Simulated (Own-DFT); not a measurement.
## Calculated data, GaN (wurtzite, atoms displaced)

All values are calculated (Own-DFT development build). A calculation, not a measurement: plane-wave PBE density functional theory by an unreviewed code, no spin, of a simulated periodic cell, stress positive in tension, free energy of the whole cell less one offset for each atom, forces on such cells passed a denser k mesh, this cell's mesh not checked; offsets are fitted by least squares, one for each functional and potential file, so energies compare only between cells with the same atoms and settings and are not formation energies; the far tail of each file's local potential was reset to the Coulomb form; each entry is a single point on an unrelaxed cell, so the pressure reflects the starting lattice, mostly measured values (interpolated for alloys), from which strain is counted, and rises with the displacements; printed positions are rounded, which can move forces by about a meV/angstrom; the program, named Own-DFT, is a retired in-house code; no spin-orbit coupling.

Settings shared by all entries: functional PBE; potential files PseudoDojo norm-conserving, scalar-relativistic, standard set with the stringent files for Ga; wave cutoff 96 hartree; occupations Gaussian; smearing width 0.01 eV; k mesh 3 x 4 x 3 centred on Gamma.

(1) GaN (wurtzite, atoms displaced)

```
GaN
1.0
     12.7560     0.0000     0.0000
     -4.7835     8.2853     0.0000
      0.0000     0.0000    10.3700
Ga N Ga N Ga N Ga N Ga N Ga N Ga N Ga N Ga N Ga N Ga N Ga N Ga N Ga N Ga N Ga N Ga N Ga N Ga N Ga N Ga N Ga N Ga N Ga N
2 2 2 2 2 2 2 2 2 2 2 2 2 2 2 2 2 2 2 2 2 2 2 2 2 2 2 2 2 2 2 2 2 2 2 2 2 2 2 2 2 2 2 2 2 2 2 2
Direct
  0.08067 0.21227 0.00508
  0.16468 0.10951 0.24408
  0.08303 0.21818 0.19041
  0.16070 0.10517 0.44193
  0.08036 0.21392 0.49408
  0.15806 0.10418 0.74981
  0.07441 0.21445 0.68789
  0.16774 0.10299 0.93653
  0.08830 0.55299 0.00682
  0.16167 0.44207 0.24416
  0.07549 0.55489 0.18718
  0.16081 0.44962 0.44350
  0.08498 0.55841 0.49883
  0.17411 0.45554 0.75565
  0.07982 0.55204 0.67650
  0.17086 0.45564 0.93748
  0.08328 0.88703 0.00160
  0.16257 0.76714 0.24226
  0.08402 0.89221 0.20436
  0.16692 0.77464 0.43710
  0.08312 0.88428 0.50158
  0.16596 0.77349 0.74332
  0.08439 0.89141 0.68613
  0.16273 0.77576 0.93511
  0.34086 0.23659 0.99434
  0.40541 0.10884 0.25660
  0.33376 0.22226 0.17889
  0.41136 0.11314 0.43311
  0.34021 0.22393 0.49407
  0.42376 0.11365 0.75862
  0.33668 0.22239 0.68165
  0.41250 0.10280 0.93819
  0.33011 0.55328 0.00272
  0.41590 0.43968 0.24859
  0.33701 0.55051 0.18159
  0.41571 0.44278 0.42824
  0.33459 0.55018 0.49383
  0.41629 0.44464 0.74365
  0.33439 0.56344 0.68745
  0.41436 0.44359 0.93823
  0.33522 0.89134 0.99617
  0.41417 0.78021 0.26252
  0.33498 0.88595 0.18748
  0.41890 0.78860 0.43901
  0.33973 0.89870 0.50001
  0.41126 0.77298 0.75637
  0.32575 0.88715 0.68337
  0.41464 0.78006 0.94345
  0.58341 0.21509 0.99596
  0.66305 0.11147 0.25451
  0.58933 0.22816 0.19371
  0.66243 0.09968 0.43692
  0.58432 0.22583 0.49956
  0.66269 0.11053 0.74405
  0.58693 0.21551 0.69038
  0.66750 0.11420 0.93805
  0.58921 0.55974 0.00234
  0.66287 0.45036 0.24523
  0.57820 0.55261 0.18991
  0.66411 0.44277 0.43622
  0.57854 0.54183 0.50424
  0.66040 0.43809 0.75634
  0.58600 0.55748 0.68178
  0.66989 0.44919 0.94903
  0.58842 0.89390 0.00066
  0.66669 0.77577 0.25015
  0.58342 0.89912 0.18301
  0.67497 0.78490 0.44576
  0.58406 0.88704 0.49798
  0.66738 0.76997 0.74253
  0.58388 0.88819 0.69375
  0.65770 0.78439 0.94308
  0.83689 0.22787 0.99473
  0.91613 0.12429 0.26158
  0.83715 0.22405 0.19404
  0.91981 0.10965 0.44509
  0.83871 0.22797 0.49624
  0.90901 0.10808 0.74652
  0.82940 0.21929 0.69049
  0.92054 0.11048 0.94049
  0.82945 0.55350 0.99590
  0.91457 0.43747 0.25948
  0.84145 0.56098 0.18473
  0.91854 0.44835 0.44128
  0.83640 0.55729 0.50005
  0.91264 0.44702 0.74894
  0.83931 0.55852 0.69207
  0.92068 0.44784 0.93616
  0.83342 0.90101 0.99963
  0.91033 0.77576 0.24171
  0.83813 0.87939 0.19702
  0.91584 0.76894 0.44056
  0.83521 0.89008 0.49271
  0.91664 0.77797 0.74507
  0.83517 0.88688 0.69111
  0.91818 0.77619 0.94317
```

- free energy of cell above offsets: -3.785 eV
- pressure: 7.34 GPa
- stress xx: -7.26 GPa
- stress yy: -7.85 GPa
- stress zz: -6.92 GPa
- stress yz: 0.05 GPa
- stress xz: -0.13 GPa
- stress xy: 2.17 GPa

Force:
```tsv
element	x (eV/Å)	y (eV/Å)	z (eV/Å)
Ga	0.772	0.851	-1.051
Ga	0.748	0.283	1.443
N	-1.029	0.56	-0.016
N	1.507	0.785	-1.091
Ga	0.782	1.767	1.735
Ga	0.58	1.023	-0.412
N	0.769	1.25	0.173
N	-0.406	1.378	0.479
Ga	-1.866	0.911	-1.539
Ga	0.877	0.611	1.009
N	1.238	-1.236	0.395
N	2.465	-1.51	-1.831
Ga	-0.481	0.688	-0.235
Ga	-1.522	-1.647	-1.688
N	0.239	0.018	2.648
N	0.34	-1.975	0.583
Ga	0.117	-0.394	0.651
Ga	-0.061	2.023	1.521
N	0.233	-1.158	-2.25
N	0.386	0.778	-0.434
Ga	0.07	-0.042	-0.874
Ga	-1.158	-0.208	0.643
N	0.027	-0.953	0.308
N	0.913	-0.185	0.376
Ga	-0.321	-2.761	0.179
Ga	1.688	-0.239	-2.65
N	-0.386	-0.053	0.964
N	2.059	-0.1	1.18
Ga	-2.863	-0.278	1.165
Ga	-1.587	-0.932	-1.894
N	-0.018	0.136	0.847
N	0.416	2.15	0.373
Ga	0.847	1.035	-0.734
Ga	-0.592	-0.062	-1.212
N	-1.359	0.562	2.143
N	0.288	0.241	1.585
Ga	-1.613	0.804	0.578
Ga	-0.385	-0.215	0.671
N	0.955	-1.161	-0.777
N	0.832	1.836	-1.206
Ga	-0.959	-1.324	1.016
Ga	0.803	-0.284	-3.013
N	-0.953	0.272	0.069
N	0.781	-1.484	1.086
Ga	-1.474	-1.206	0.081
Ga	0.384	1.557	-0.4
N	1.903	0.973	0.875
N	0.824	-0.422	-0.603
Ga	-0.748	0.583	1.861
Ga	0.512	0.199	-0.826
N	-1.502	-0.447	-0.922
N	0.046	2.112	0.876
Ga	0.422	-0.829	-0.518
Ga	2.387	-1.307	1.271
N	-2.402	1.751	-0.854
N	0.77	0.001	-0.595
Ga	-1.664	0.459	-0.052
Ga	2.02	-0.498	0.301
N	0.228	0.939	-0.403
N	0.595	0.071	0.252
Ga	0.142	1.69	-1.865
Ga	1.174	0.801	-0.418
N	-0.133	-1.437	1.665
N	-1.353	-1.536	-1.887
Ga	-2.77	0.605	0.267
Ga	-0.437	0.835	0.237
N	0.661	-1.343	1.579
N	-1.702	-1.981	-1.197
Ga	0.28	-0.433	1.287
Ga	-0.72	1.79	1.101
N	-0.397	-0.691	-0.785
N	3.666	-1.747	-1.459
Ga	-0.022	-0.097	0.691
Ga	1.611	-2.116	-1.045
N	-1.18	-0.224	-0.973
N	-1.47	0.328	-0.78
Ga	-0.78	-0.894	1.201
Ga	0.967	0.19	0.432
N	-0.247	0.603	-0.778
N	-1.112	0.984	-0.592
Ga	2.379	0.98	1.016
Ga	-1.136	1.248	-1.373
N	-0.953	-1.549	0.454
N	-0.114	-0.708	0.034
Ga	-0.849	-0.446	0.43
Ga	2.094	-0.753	0.289
N	-2.389	-0.553	-0.686
N	-0.166	-0.187	0.254
Ga	0.669	-2.34	0.723
Ga	4.01	-1.371	2.152
N	-4.697	3.267	-1.739
N	-0.554	1.188	-0.56
Ga	1.401	-0.693	1.356
Ga	0.679	0.379	1.247
N	-0.782	-0.024	-0.708
N	-1.244	0.534	-0.819
```

(2) GaN (wurtzite, atoms displaced)

```
GaN
1.0
     12.7560     0.0000     0.0000
     -4.7835     8.2853     0.0000
      0.0000     0.0000    10.3700
Ga N Ga N Ga N Ga N Ga N Ga N Ga N Ga N Ga N Ga N Ga N Ga N Ga N Ga N Ga N Ga N Ga N Ga N Ga N Ga N Ga N Ga N Ga N Ga N
2 2 2 2 2 2 2 2 2 2 2 2 2 2 2 2 2 2 2 2 2 2 2 2 2 2 2 2 2 2 2 2 2 2 2 2 2 2 2 2 2 2 2 2 2 2 2 2
Direct
  0.09042 0.22608 0.00315
  0.16460 0.11035 0.24664
  0.07830 0.22005 0.19034
  0.16321 0.10812 0.42808
  0.08981 0.22355 0.50111
  0.17148 0.10612 0.74338
  0.07738 0.21746 0.69522
  0.17027 0.11570 0.94095
  0.07818 0.54653 0.99829
  0.16177 0.44277 0.25230
  0.08261 0.55332 0.17855
  0.16032 0.43685 0.43789
  0.09053 0.56324 0.50322
  0.16675 0.44595 0.74200
  0.08361 0.55823 0.68871
  0.17117 0.43924 0.94341
  0.08758 0.90379 0.00506
  0.15864 0.76390 0.25667
  0.07600 0.87887 0.18554
  0.17221 0.77705 0.43856
  0.08182 0.89264 0.50021
  0.16090 0.75972 0.75671
  0.07931 0.88548 0.68152
  0.16872 0.77973 0.94049
  0.33020 0.22469 0.99771
  0.41408 0.10858 0.25385
  0.32529 0.21879 0.18824
  0.41652 0.10344 0.44199
  0.33427 0.23168 0.51091
  0.41390 0.10871 0.73986
  0.32793 0.21807 0.68454
  0.41713 0.10370 0.93448
  0.33359 0.54894 0.99920
  0.41005 0.43960 0.25187
  0.33623 0.55944 0.18062
  0.41393 0.44099 0.44307
  0.33649 0.56674 0.49727
  0.41889 0.44434 0.74863
  0.33068 0.55192 0.68586
  0.42591 0.44603 0.94272
  0.32969 0.89087 0.00191
  0.41809 0.78356 0.24483
  0.33510 0.88655 0.18945
  0.41607 0.78344 0.43691
  0.33077 0.89031 0.49804
  0.40694 0.77615 0.74904
  0.33222 0.89194 0.68770
  0.40666 0.77367 0.93814
  0.58914 0.22840 0.00122
  0.66369 0.10369 0.24059
  0.57331 0.21904 0.19081
  0.67374 0.11590 0.43416
  0.57792 0.21915 0.49716
  0.66652 0.09495 0.75017
  0.58703 0.21885 0.69259
  0.67118 0.12043 0.93746
  0.58943 0.56342 0.00747
  0.66878 0.44853 0.25313
  0.58060 0.56362 0.18730
  0.66849 0.44902 0.43933
  0.57965 0.55263 0.50174
  0.66925 0.44260 0.74963
  0.58422 0.55396 0.68986
  0.66050 0.43969 0.93519
  0.58185 0.89449 0.99965
  0.66778 0.78732 0.25534
  0.58306 0.88646 0.18422
  0.66670 0.77914 0.43276
  0.58497 0.89789 0.49590
  0.66426 0.77549 0.75367
  0.57393 0.88221 0.68468
  0.66429 0.76789 0.93396
  0.82980 0.22464 0.00271
  0.91493 0.10779 0.25634
  0.82954 0.21530 0.19707
  0.91014 0.10526 0.43758
  0.82009 0.21898 0.49961
  0.90985 0.10406 0.75422
  0.83999 0.23172 0.67692
  0.91970 0.11561 0.93517
  0.83847 0.56235 0.99926
  0.91517 0.44756 0.25358
  0.83426 0.55013 0.19214
  0.91854 0.44193 0.44149
  0.84055 0.55647 0.50392
  0.91581 0.44610 0.74425
  0.83169 0.54720 0.68371
  0.91926 0.45274 0.93650
  0.83027 0.89359 0.00210
  0.91891 0.77216 0.25536
  0.84314 0.89527 0.18365
  0.92344 0.78274 0.44439
  0.83224 0.88429 0.50183
  0.91191 0.77268 0.75028
  0.84117 0.90254 0.68143
  0.90819 0.76386 0.93514
```

* free energy of cell above offsets: -4.943 eV
* pressure: 6.83 GPa
* stress xx: -4.98 GPa
* stress yy: -7.03 GPa
* stress zz: -8.49 GPa
* stress yz: 0.23 GPa
* stress xz: -0.5 GPa
* stress xy: -1.01 GPa

Force:
```tsv
element	x (eV/Å)	y (eV/Å)	z (eV/Å)
Ga	-1.384	-0.588	-0.172
Ga	-0.658	-0.641	-0.19
N	0.548	0.317	-0.209
N	1.031	0.463	1.838
Ga	-1.963	-1.27	0.449
Ga	-2.648	-0.567	1.29
N	1.329	0.396	-0.981
N	-0.449	-0.458	-1.253
Ga	1.274	1.111	-0.614
Ga	0.753	0.087	-0.944
N	-0.481	-0.421	2.03
N	0.835	1.585	0.249
Ga	-0.751	-1.378	-0.412
Ga	0.096	-1.401	1.495
N	0.211	-1.384	-0.411
N	-1.309	0.763	-1.518
Ga	0.058	-2.397	-1.18
Ga	0.661	1.267	-1.673
N	1.211	0.822	0.976
N	-1.712	-0.029	0.006
Ga	1.418	0.284	-0.26
Ga	-0.441	3.377	-0.012
N	0.712	-0.368	1.576
N	-1.288	-0.649	0.071
Ga	2.375	-0.042	0.359
Ga	-1.02	-0.293	-0.404
N	1.249	0.208	-0.09
N	-1.404	1.508	-0.313
Ga	-0.015	-1.722	-3.216
Ga	1.088	0.445	1.803
N	1.239	1.074	1.565
N	-0.634	1.37	-0.015
Ga	0.35	0.891	-0.52
Ga	0.371	0.557	-0.411
N	-0.577	-0.46	2.071
N	-0.285	0.895	-0.652
Ga	-0.139	-1.066	-0.031
Ga	-0.315	0.172	0.993
N	0.396	0.464	-0.094
N	-1.186	-0.211	-1.124
Ga	0.549	-0.062	0.053
Ga	0.21	-1.21	0.36
N	-1.631	0.345	0.179
N	0.635	-0.012	-0.448
Ga	0.77	-0.268	0.862
Ga	0.82	-0.118	0.543
N	-0.809	-1.198	-0.626
N	1.491	0.283	-0.114
Ga	-1.801	-0.779	-0.211
Ga	-0.811	1.202	1.132
N	1.759	0.761	-0.291
N	-3.628	-1.543	-1.197
Ga	1.482	0.74	0.694
Ga	-0.55	2.047	-0.436
N	-0.545	-0.223	-1.023
N	0.028	-1.406	-0.021
Ga	0.026	-1.494	-0.714
Ga	-0.885	-0.301	-0.413
N	0.84	-0.516	1.53
N	0.13	-0.349	0.321
Ga	0.609	0.748	-0.346
Ga	-0.443	-0.6	0.07
N	0.049	0.078	-0.466
N	1.17	1.252	0.746
Ga	-0.185	-1.078	-1.01
Ga	1.255	-0.794	-1.698
N	-0.233	0.254	0.027
N	-0.311	-0.332	1.932
Ga	0.228	-0.819	0.186
Ga	0.209	0.227	-1.446
N	1.04	-0.302	0.267
N	-0.658	2.351	0.798
Ga	1.68	0.551	0.312
Ga	0.101	0.2	-0.305
N	0.022	1.139	-1.486
N	0.577	0.553	0.935
Ga	4.031	1.202	-0.263
Ga	0.379	2.081	-0.868
N	-0.591	-1.521	2.378
N	-0.544	-0.165	1.247
Ga	-0.854	-2.021	0.736
Ga	1.28	-1.333	0.118
N	-1.073	0.673	-0.749
N	0.216	0.81	-0.282
Ga	-0.857	-0.076	-1.213
Ga	0.468	-0.707	0.879
N	-0.598	1.304	0.915
N	-0.267	-1.442	-0.471
Ga	0.875	-0.331	-0.766
Ga	-1.272	0.351	-0.271
N	-0.96	-1.32	1.069
N	-1.16	-1.424	-0.986
Ga	-0.249	0.901	-1.056
Ga	0.222	0.487	-0.439
N	-0.883	-2.934	1.328
N	0.104	3.422	-0.075
```
